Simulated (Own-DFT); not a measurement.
# One host, several defects: D0_22 TiAl3

The numbers are computed, not measured, by runs of the plane-wave DFT program Own-DFT (in-house, retired, unreviewed) at fixed positions, with no spin and no spin-orbit coupling.

Common settings: PBE; PseudoDojo norm-conserving scalar-relativistic files; cutoff 42 hartree; 4 x 4 x 4 k mesh centred on Gamma; cold (Marzari-Vanderbilt) smearing of 0.2 eV.

Caveats: forces on such cells failed a check on a denser k mesh; stress not checked against mesh or cutoff.

All runs share one cell, with vectors in Å (-2.365, -6.981, 4.326); (-7.667, 3.491, 1.442); (-2.950, -3.488, -7.241) and a volume of 625.4 Å³. The atoms are randomly displaced, by u rms on each axis. The defect's site can differ from row to row.

```
                     cell   formula   u (Å)  P (GPa)
                no defect  Al30Ti10  0.0217     1.99
                no defect  Al30Ti10  0.0503     2.70
                no defect  Al30Ti10  0.0527     2.68
         two Al vacancies  Al28Ti10  0.0285     1.13
         two Al vacancies  Al28Ti10  0.0296     1.36
         two Al vacancies  Al28Ti10  0.0475     1.55
 two Al on a Ti site each   Al32Ti8  0.0282     2.88
 two Al on a Ti site each   Al32Ti8  0.0312     2.92
 two Al on a Ti site each   Al32Ti8  0.0495     3.27
           one Ti vacancy   Al30Ti9  0.0274        ?
           one Ti vacancy   Al30Ti9  0.0300     1.83
           one Ti vacancy   Al30Ti9  0.0498     2.25
           one Ti vacancy   Al30Ti9  0.0531     2.42
two Ti on an Al site each  Al28Ti12  0.0313     3.41
two Ti on an Al site each  Al28Ti12  0.0511     3.88
two Ti on an Al site each  Al28Ti12  0.0516     3.73
```

## Working it out

P = P0 + c u² + a shift for each defect gives P0 = 1.93 GPa, c = 272 ± 26 GPa/Å² and a scatter of 0.08 GPa. The shifts, and each times the cell's volume:

- two Ti on an Al site each: 1.17 ± 0.07 GPa, 4.6 eV (2.3 eV for each of its 2 sites)
- two Al on a Ti site each: 0.70 ± 0.07 GPa, 2.7 eV (1.4 eV for each of its 2 sites)
- one Ti vacancy: -0.33 ± 0.07 GPa, -1.3 eV
- two Al vacancies: -0.94 ± 0.07 GPa, -3.7 eV (-1.8 eV for each of its 2 sites)

Against the defect-free cell, a freed cell would be larger where the shift is positive and smaller where it is negative (160.2 GPa Å³ is 1 eV). The atoms around the defects weren't relaxed, which would change these numbers.

## The run left out

Question: what pressure belongs in the blank (one Ti vacancy, u = 0.0274 Å)?

From the fit: 1.81 ± 0.10 GPa. Computed: 1.86 GPa.
